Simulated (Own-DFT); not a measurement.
Simulation results for SiC (4H silicon carbide, atoms displaced)

Computed with Own-DFT development build. A calculation, not a measurement: plane-wave PBE density functional theory by an unreviewed code, no spin, of a simulated periodic cell, stress positive in tension, free energy of the whole cell less one offset for each atom, forces on such cells passed a denser k mesh, this cell's mesh not checked; offsets are fitted by least squares, one for each functional and potential file, so energies compare only between cells with the same atoms and settings and are not formation energies; the far tail of each file's local potential was reset to the Coulomb form; each entry is a single point on an unrelaxed cell, so the pressure reflects the starting lattice, mostly measured values (interpolated for alloys), from which strain is counted, and rises with the displacements; printed positions are rounded, which can move forces by about a meV/angstrom; the program, named Own-DFT, is a retired in-house code; no spin-orbit coupling.

Settings shared by all entries: functional PBE; potential files PseudoDojo norm-conserving, scalar-relativistic, standard set; wave cutoff 42 hartree; occupations Fermi-Dirac; smearing width 0.1 eV; hardware one NVIDIA H200; k mesh 3 x 3 x 3 centred on Gamma.

(1) SiC (4H silicon carbide, atoms displaced)

```
CELL_PARAMETERS angstrom
12.33080 0.00000 0.00000
-6.16540 10.67880 0.00000
0.00000 0.00000 10.06810
ATOMIC_POSITIONS crystal
Si 0.00517 0.00970 0.40195
Si 0.08237 0.17201 0.15706
C 0.99761 0.99809 0.10070
C 0.08910 0.17843 0.34377
Si 0.99753 0.25136 0.40739
Si 0.08220 0.41923 0.16348
C 0.99996 0.24940 0.11558
C 0.07792 0.41502 0.33496
Si 0.99492 0.49555 0.40788
Si 0.08556 0.66449 0.14872
C 0.00131 0.50195 0.09181
C 0.08343 0.66682 0.34504
Si 0.00274 0.75705 0.40379
Si 0.07389 0.91080 0.15092
C 0.99633 0.74635 0.08960
C 0.09597 0.92376 0.34655
Si 0.24938 0.99428 0.40749
Si 0.32705 0.16460 0.14826
C 0.24479 0.99999 0.09552
C 0.33165 0.16640 0.34730
Si 0.25593 0.24974 0.40360
Si 0.32891 0.42018 0.15898
C 0.25746 0.25988 0.08384
C 0.33064 0.41138 0.34560
Si 0.24193 0.49671 0.39393
Si 0.32925 0.66268 0.15481
C 0.24186 0.49810 0.10175
C 0.33315 0.67056 0.33695
Si 0.24480 0.74258 0.40379
Si 0.32788 0.91398 0.16037
C 0.25349 0.75906 0.09657
C 0.33615 0.91572 0.34083
Si 0.50949 0.99888 0.40847
Si 0.58325 0.17085 0.15479
C 0.50226 0.00213 0.09351
C 0.58610 0.17205 0.33990
Si 0.50195 0.24730 0.41117
Si 0.58724 0.40222 0.15073
C 0.49543 0.25019 0.09675
C 0.58043 0.41640 0.34316
Si 0.49816 0.50198 0.40352
Si 0.57594 0.65463 0.16834
C 0.49336 0.49374 0.08736
C 0.58060 0.66351 0.33802
Si 0.49910 0.75214 0.40786
Si 0.58040 0.91581 0.15606
C 0.50850 0.76198 0.10497
C 0.58027 0.91533 0.33640
Si 0.74473 0.00340 0.41122
Si 0.83460 0.15695 0.16163
C 0.75029 0.00409 0.08422
C 0.82673 0.15737 0.34321
Si 0.75164 0.25545 0.41527
Si 0.83115 0.40691 0.15830
C 0.75110 0.24962 0.09390
C 0.83447 0.42124 0.35279
Si 0.74894 0.49851 0.40065
Si 0.83022 0.67555 0.15373
C 0.75289 0.49934 0.09039
C 0.84434 0.67624 0.34604
Si 0.75311 0.75085 0.40074
Si 0.82757 0.91036 0.15476
C 0.75075 0.74628 0.09696
C 0.83730 0.91758 0.34758
Si 0.99673 0.00056 0.91103
Si 0.91370 0.83052 0.65354
C 0.99360 0.99683 0.59623
C 0.92671 0.83454 0.84674
Si 0.99529 0.75970 0.89345
Si 0.92284 0.58801 0.65607
C 0.99736 0.75171 0.59595
C 0.92085 0.58006 0.84026
Si 0.98668 0.48868 0.90292
Si 0.91362 0.33428 0.66019
C 0.99987 0.50396 0.58355
C 0.91334 0.32876 0.84383
Si 0.00189 0.25341 0.91211
Si 0.90974 0.08191 0.66202
C 0.99519 0.25191 0.59190
C 0.92383 0.08906 0.84540
Si 0.74489 0.00255 0.90685
Si 0.66637 0.83817 0.64647
C 0.75228 0.99378 0.59656
C 0.66055 0.82898 0.83201
Si 0.75652 0.75499 0.90986
Si 0.66803 0.58654 0.65993
C 0.74594 0.74831 0.59946
C 0.66706 0.58126 0.84952
Si 0.75315 0.49382 0.90614
Si 0.65976 0.32318 0.65148
C 0.74513 0.49921 0.60163
C 0.66061 0.33435 0.83930
Si 0.74731 0.24536 0.90009
Si 0.66768 0.08487 0.65627
C 0.74837 0.25576 0.59039
C 0.65546 0.08486 0.83887
Si 0.49260 0.99068 0.91180
Si 0.41285 0.82600 0.65514
C 0.50158 0.00449 0.59325
C 0.42037 0.83655 0.84071
Si 0.51176 0.76318 0.90021
Si 0.41807 0.58728 0.65184
C 0.50079 0.75689 0.58426
C 0.41820 0.58950 0.84258
Si 0.49780 0.50007 0.90341
Si 0.41920 0.33771 0.65929
C 0.49096 0.49584 0.59695
C 0.41832 0.33212 0.84808
Si 0.50531 0.24641 0.90708
Si 0.41430 0.07663 0.65798
C 0.50090 0.25811 0.59228
C 0.42525 0.08919 0.84261
Si 0.25346 0.00433 0.90352
Si 0.16803 0.83155 0.65493
C 0.25640 0.00549 0.59626
C 0.17194 0.84025 0.84176
Si 0.25188 0.74845 0.90849
Si 0.16169 0.58398 0.65890
C 0.24724 0.74393 0.58876
C 0.15991 0.58216 0.84549
Si 0.24402 0.50011 0.91513
Si 0.16499 0.33547 0.65995
C 0.25908 0.50992 0.59845
C 0.15883 0.32917 0.85399
Si 0.25090 0.24387 0.90012
Si 0.17147 0.09550 0.65816
C 0.25322 0.24899 0.60567
C 0.16441 0.08046 0.83913
```

| Property | Result |
| --- | --- |
| free energy of cell above offsets | -9.241 eV |
| pressure | 5.41 GPa |
| stress xx | -4.66 GPa |
| stress yy | -5.34 GPa |
| stress zz | -6.22 GPa |
| stress yz | -0.62 GPa |
| stress xz | -0.32 GPa |
| stress xy | 0.3 GPa |
| wall time | 514.5 s |

Force:
```csv
element,x (eV/Å),y (eV/Å),z (eV/Å)
Si,0.638,-0.942,1.175
Si,2.91,-0.93,0.2
C,-1.078,0.78,-1.111
C,0.226,-1.238,0.554
Si,0.095,-0.503,-0.626
Si,-1.23,-0.69,-2.788
C,-1.362,1.035,-3.679
C,-0.522,0.094,3.945
Si,0.738,2.001,-1.734
Si,-1.56,1.047,1.23
C,-0.1,-1.812,-0.053
C,-0.708,-0.691,-0.853
Si,1.551,-0.079,0.751
Si,2.066,0.561,1.313
C,-0.157,0.422,-0.601
C,-3.486,-1.354,-1.249
Si,1.866,2.355,0.488
Si,0.025,0.842,2.083
C,0.422,-0.486,-1.139
C,1.436,-0.745,-1.109
Si,-1.235,-0.167,1.663
Si,2.001,-1.004,-0.827
C,-1.533,-1.966,1.437
C,-0.702,1.632,-0.488
Si,1.519,0.996,2.413
Si,0.509,2.599,-0.19
C,0.91,0.7,-0.962
C,0.659,-1.604,1.196
Si,0.22,1.675,-0.341
Si,0.557,2.408,-0.486
C,0.552,-2.912,-1.442
C,0.205,-0.236,1.839
Si,-3.255,0.995,-0.95
Si,0.51,-1.002,-0.002
C,-1.022,-0.358,0.559
C,0.952,-0.959,1.361
Si,-1.619,0.711,-1.25
Si,-2.555,4.467,1.407
C,1.176,-2.918,-1.768
C,0.881,-0.156,-0.546
Si,0.503,-1.255,1.029
Si,-0.109,1.176,-5.286
C,0.489,0.791,1.776
C,0.205,1.104,4.184
Si,-0.124,-0.651,-2.671
Si,0.292,2.622,-0.248
C,-0.127,-4.577,-2.766
C,1.647,0.173,2.14
Si,1.87,-2.171,-0.797
Si,-1.979,1.726,-0.702
C,0.295,-2.025,2.13
C,-0.196,2.587,1.385
Si,-0.137,-0.947,-3.412
Si,-0.213,2.805,0.222
C,0.494,-1.409,-0.665
C,0.35,-1.808,-1.914
Si,-1.228,1.531,2.068
Si,4.44,-3.239,1.2
C,0.182,-0.444,1.109
C,-2.075,-1.957,-1.253
Si,-0.299,-0.14,1.518
Si,-0.138,1.348,0.807
C,-3.55,1.433,-1.127
C,-1.604,0.451,-0.969
Si,1.522,0.309,-0.4
Si,-0.241,1.072,0.439
C,0.731,1.642,-0.534
C,-7.675,3.312,-2.416
Si,8.113,-4.847,3.754
Si,-1.931,-1.363,-0.665
C,1.235,0.102,-0.728
C,-1.727,1.124,0.185
Si,1.829,2.55,1.289
Si,0.271,0.752,-1.511
C,0.553,-1.07,3.135
C,-0.119,-0.556,0.031
Si,-0.702,-1.237,1.147
Si,2.482,0.699,-0.974
C,0.349,-0.189,0.727
C,-2.089,-0.91,0.736
Si,0.678,-0.047,-2.309
Si,0.474,-2.811,1.39
C,-2.484,3.062,-0.874
C,2.998,2.665,1.101
Si,-0.92,-1.76,-1.149
Si,-0.651,-1.571,0.359
C,0.073,0.564,-1.726
C,0.362,0.962,-0.175
Si,-1.285,1.553,-0.823
Si,-1.437,3.475,1.229
C,1.462,-0.015,-1.736
C,2.771,-0.855,0.325
Si,-1.41,0.912,1.343
Si,-0.455,-0.453,-0.457
C,1.948,-1.912,1.973
C,2.223,-0.91,0.886
Si,-0.34,2.628,-0.868
Si,-0.823,1.918,-0.519
C,1.155,-1.568,-0.211
C,-0.586,-1.621,0.109
Si,-1.971,-3.369,2.374
Si,0.548,0.319,1.225
C,0.848,-0.975,1.577
C,-0.512,-0.194,0.631
Si,0.156,0.323,0.307
Si,0.099,-0.893,0.749
C,1.395,2.153,-1.19
C,0.183,-0.125,-0.875
Si,-2.135,1.194,0.299
Si,-0.073,2.522,-0.285
C,0.318,-2.455,0.433
C,-0.911,-2.204,0.62
Si,0.098,-0.192,0.251
Si,-0.493,1.231,-0.036
C,-1.401,-1.496,-0.53
C,0.1,-1.358,0.232
Si,-1.31,0.666,-0.429
Si,1.383,-0.644,-0.583
C,-0.202,1.056,0.864
C,0.314,-0.451,0.529
Si,1.005,0.125,-1.825
Si,0.46,0.483,0.058
C,-2.886,-2.276,-1.674
C,1.789,1.477,-1.318
Si,-0.926,1.44,0.551
Si,-0.054,-4.631,-0.408
C,-1.438,2.8,-2.472
C,-0.225,0.173,1.659
```

(2) SiC (4H silicon carbide, atoms displaced)

```
CELL_PARAMETERS angstrom
12.33080 0.00000 0.00000
-6.16540 10.67880 0.00000
0.00000 0.00000 10.06810
ATOMIC_POSITIONS crystal
Si 0.99949 0.99296 0.41016
Si 0.07653 0.16288 0.16489
C 0.00080 0.01049 0.08719
C 0.07730 0.17080 0.34732
Si 0.99398 0.24379 0.40051
Si 0.07799 0.41547 0.14783
C 0.00186 0.24546 0.10107
C 0.07982 0.41490 0.34719
Si 0.99340 0.49023 0.39989
Si 0.08108 0.66499 0.16105
C 0.98872 0.49740 0.09682
C 0.08991 0.66643 0.33905
Si 0.99727 0.74963 0.40967
Si 0.08057 0.91250 0.16350
C 0.99923 0.74447 0.08500
C 0.08748 0.92185 0.34499
Si 0.24515 0.99520 0.39894
Si 0.33936 0.17472 0.15098
C 0.24754 0.99820 0.09014
C 0.33660 0.16387 0.33484
Si 0.24406 0.24466 0.41358
Si 0.32636 0.41080 0.15638
C 0.24877 0.24919 0.09100
C 0.33504 0.41001 0.34604
Si 0.25194 0.50689 0.40142
Si 0.34240 0.67094 0.15566
C 0.25342 0.50291 0.08938
C 0.34179 0.67056 0.34686
Si 0.25739 0.75478 0.40097
Si 0.33776 0.92292 0.14948
C 0.24859 0.75594 0.09333
C 0.34103 0.91389 0.33693
Si 0.49949 0.00078 0.40907
Si 0.58296 0.16939 0.16168
C 0.49786 0.99274 0.09866
C 0.58449 0.16692 0.34062
Si 0.50231 0.25125 0.40332
Si 0.57568 0.41717 0.16047
C 0.49806 0.24800 0.08850
C 0.58225 0.40785 0.34037
Si 0.50733 0.49884 0.40602
Si 0.58042 0.67111 0.14942
C 0.49978 0.50099 0.08291
C 0.58112 0.66345 0.33709
Si 0.49248 0.74657 0.41485
Si 0.58661 0.91856 0.15564
C 0.49397 0.73966 0.08248
C 0.56925 0.90844 0.33947
Si 0.75615 0.99878 0.40872
Si 0.82595 0.15991 0.16507
C 0.74921 0.00403 0.10161
C 0.82438 0.15778 0.33935
Si 0.74213 0.25081 0.41043
Si 0.82965 0.41991 0.15574
C 0.74866 0.24585 0.08791
C 0.84747 0.42655 0.33318
Si 0.74879 0.49974 0.40262
Si 0.82402 0.66234 0.15996
C 0.76213 0.51527 0.09620
C 0.83099 0.66575 0.33803
Si 0.74089 0.74219 0.39957
Si 0.82517 0.91316 0.14816
C 0.75701 0.75084 0.09601
C 0.84562 0.92686 0.34995
Si 0.99990 0.99080 0.91267
Si 0.91269 0.82942 0.65583
C 0.00524 0.00701 0.59321
C 0.91350 0.83300 0.83422
Si 0.00155 0.74758 0.90235
Si 0.92487 0.58005 0.65877
C 0.99315 0.74982 0.59663
C 0.91170 0.57855 0.84399
Si 0.99966 0.50286 0.88800
Si 0.91383 0.33557 0.65952
C 0.98819 0.49462 0.58481
C 0.91050 0.33477 0.83646
Si 0.00434 0.25512 0.90307
Si 0.92020 0.08698 0.64938
C 0.99339 0.25235 0.59254
C 0.90997 0.07803 0.83254
Si 0.75751 0.00037 0.90821
Si 0.66898 0.83292 0.65220
C 0.74123 0.99293 0.59287
C 0.66853 0.84057 0.84130
Si 0.74825 0.75495 0.91539
Si 0.66757 0.58279 0.65943
C 0.74306 0.73834 0.59694
C 0.66381 0.57652 0.83789
Si 0.75778 0.50628 0.91520
Si 0.66274 0.33159 0.65079
C 0.75691 0.50259 0.60131
C 0.66885 0.32934 0.85187
Si 0.75325 0.25270 0.89839
Si 0.67204 0.09898 0.65422
C 0.75278 0.25082 0.59706
C 0.66947 0.07906 0.84588
Si 0.49959 0.00269 0.91610
Si 0.41009 0.83104 0.66736
C 0.49907 0.00318 0.59428
C 0.41693 0.84349 0.83522
Si 0.49452 0.73794 0.90436
Si 0.41867 0.58743 0.65412
C 0.50082 0.74716 0.59946
C 0.42321 0.58117 0.84499
Si 0.49529 0.49035 0.90852
Si 0.41479 0.33334 0.66658
C 0.50732 0.50129 0.60081
C 0.40839 0.33006 0.84900
Si 0.49407 0.24559 0.90326
Si 0.41368 0.08057 0.65005
C 0.50592 0.25719 0.59732
C 0.41425 0.08103 0.84220
Si 0.24912 0.00443 0.89876
Si 0.16468 0.83244 0.66519
C 0.24472 0.00376 0.59638
C 0.15832 0.82853 0.84834
Si 0.25110 0.74844 0.90677
Si 0.16198 0.58734 0.65807
C 0.26134 0.76003 0.59328
C 0.16978 0.59009 0.83648
Si 0.24587 0.50340 0.91285
Si 0.16735 0.33116 0.66269
C 0.26268 0.50867 0.59740
C 0.16938 0.33124 0.84501
Si 0.24902 0.24712 0.89770
Si 0.16642 0.08702 0.66336
C 0.25478 0.24840 0.60745
C 0.16414 0.08950 0.84114
```

| Item | Value |
| --- | --- |
| free energy of cell above offsets | -6.663 eV |
| pressure | 6.04 GPa |
| stress xx | -5.25 GPa |
| stress yy | -4.73 GPa |
| stress zz | -8.13 GPa |
| stress yz | -0.48 GPa |
| stress xz | -0.52 GPa |
| stress xy | -0.85 GPa |
| wall time | 555.6 s |

Force:
```csv
element,x (eV/Å),y (eV/Å),z (eV/Å)
Si,0.262,2.795,0.348
Si,1.958,1.328,-1.257
C,0.301,-3.322,2.415
C,2.95,-2.26,0.336
Si,-1.741,1.861,1.394
Si,0.028,0.221,1.56
C,-2.34,0.943,-1.744
C,1.238,-0.176,-1.214
Si,2.525,3.337,0.877
Si,0.149,0.095,-2.291
C,2.822,0.747,-2.314
C,-1.244,0.103,2.591
Si,1.048,-0.417,-0.696
Si,-0.03,0.387,-3.011
C,-1.421,1.009,2.445
C,-1.149,-2.29,-0.047
Si,2.716,1.391,1.342
Si,-1.421,-2.178,-0.026
C,-0.15,1.246,0.089
C,-1.106,0.191,2.018
Si,1.016,0.493,-0.692
Si,1.024,0.588,-0.234
C,-0.555,-0.406,-0.045
C,-0.797,1.211,-0.002
Si,0.745,-2.163,1.409
Si,-2.793,-0.56,0.362
C,-1.363,-0.199,2.138
C,-2.159,-1.362,-1.599
Si,-0.515,-0.724,0.716
Si,-1.174,-1.405,0.916
C,1.576,-1.589,-0.047
C,-2.482,1.257,0.55
Si,0.512,-0.371,-0.386
Si,0.833,-0.617,-2.693
C,0.233,2.245,-0.767
C,-0.774,0.141,1.689
Si,-0.88,-1.767,1.13
Si,1.537,0.04,-2.542
C,0.733,1.084,0.772
C,0.004,2.231,0.54
Si,-1.668,-0.612,0.778
Si,1.625,-1.901,0.39
C,-0.367,-0.117,3.644
C,-0.899,0.121,0.367
Si,2.628,1.394,-0.422
Si,-1.177,-1.707,0.336
C,0.644,3.121,1.347
C,2.612,0.728,1.083
Si,-2.404,-0.862,-0.018
Si,0.48,2.703,-2.513
C,0.656,-2.048,-2.087
C,-0.263,1.709,2.986
Si,2.712,0.439,-1.307
Si,0.509,-1.516,-1.354
C,-0.498,0.929,1.224
C,-4.957,-3.147,1.68
Si,1.469,0.075,1.181
Si,3.041,3.012,-0.544
C,-2.014,-4.724,-0.321
C,-0.041,0.209,1.839
Si,1.282,1.974,1.55
Si,2.118,2.098,2.309
C,-2.986,0.183,-0.153
C,-1.919,-3.707,-2.07
Si,-1.393,1.997,-3.023
Si,-1.065,1.142,-0.856
C,-0.118,-1.558,0.045
C,0.71,-0.78,3.152
Si,-2.375,-0.515,0.444
Si,-4.08,1.25,-0.427
C,2.489,-0.642,-0.445
C,1.432,1.743,-0.931
Si,0.067,-0.541,3.67
Si,0.921,-0.412,-1.896
C,3.06,0.576,0.931
C,2.755,0.864,1.404
Si,-0.729,-2.272,0.586
Si,-1.591,-1.13,0.445
C,1.568,0.163,-0.227
C,2.285,1.602,2.057
Si,-2.221,0.446,-0.52
Si,-0.397,-0.589,1.089
C,0.904,2.468,-0.59
C,0.139,-2.135,1.297
Si,0.531,-1.355,-3.408
Si,1.097,-1.255,-0.029
C,0.115,2.855,-1.928
C,0.077,0.896,3.318
Si,-2.202,-1.941,-1.818
Si,1.787,1.919,2.59
C,-0.749,-0.78,-2.002
C,-2.241,1.355,-1.477
Si,-0.698,-2.489,2.111
Si,0.37,-5.911,1.7
C,-1.332,2.242,-1.849
C,-1.101,1.419,-0.16
Si,1.113,0.21,-2.093
Si,2.912,1.822,-3.885
C,0.763,-0.269,-0.181
C,0.522,-2.077,5.194
Si,0.152,3.269,-1.806
Si,2.209,-0.914,1.535
C,-0.89,1.556,-0.422
C,-2.111,-1.183,-0.714
Si,0.781,1.818,-1.998
Si,1.485,1.092,-1.465
C,-1.708,-0.809,-1.569
C,2.159,-0.189,-0.602
Si,1.368,0.752,0.034
Si,-0.33,0.966,0.83
C,-1.959,-2.059,-1.3
C,-0.024,0.205,-0.134
Si,-0.217,-1.077,1.324
Si,-0.174,0.801,-2.015
C,1.123,-0.991,-0.763
C,2.208,1.429,-0.858
Si,-0.776,1.947,0.32
Si,2.141,-0.215,-2.957
C,-3.398,-2.232,-0.732
C,-0.396,-1.471,1.684
Si,2.113,-0.571,-2.795
Si,-0.639,1.389,-1.819
C,-3.453,-2.159,-1.134
C,-1.561,1.531,0.472
Si,-1.303,0.36,3.122
Si,0.054,-1.099,-1.472
C,-1.673,0.505,-2.211
C,0.795,-2.462,1.206
```
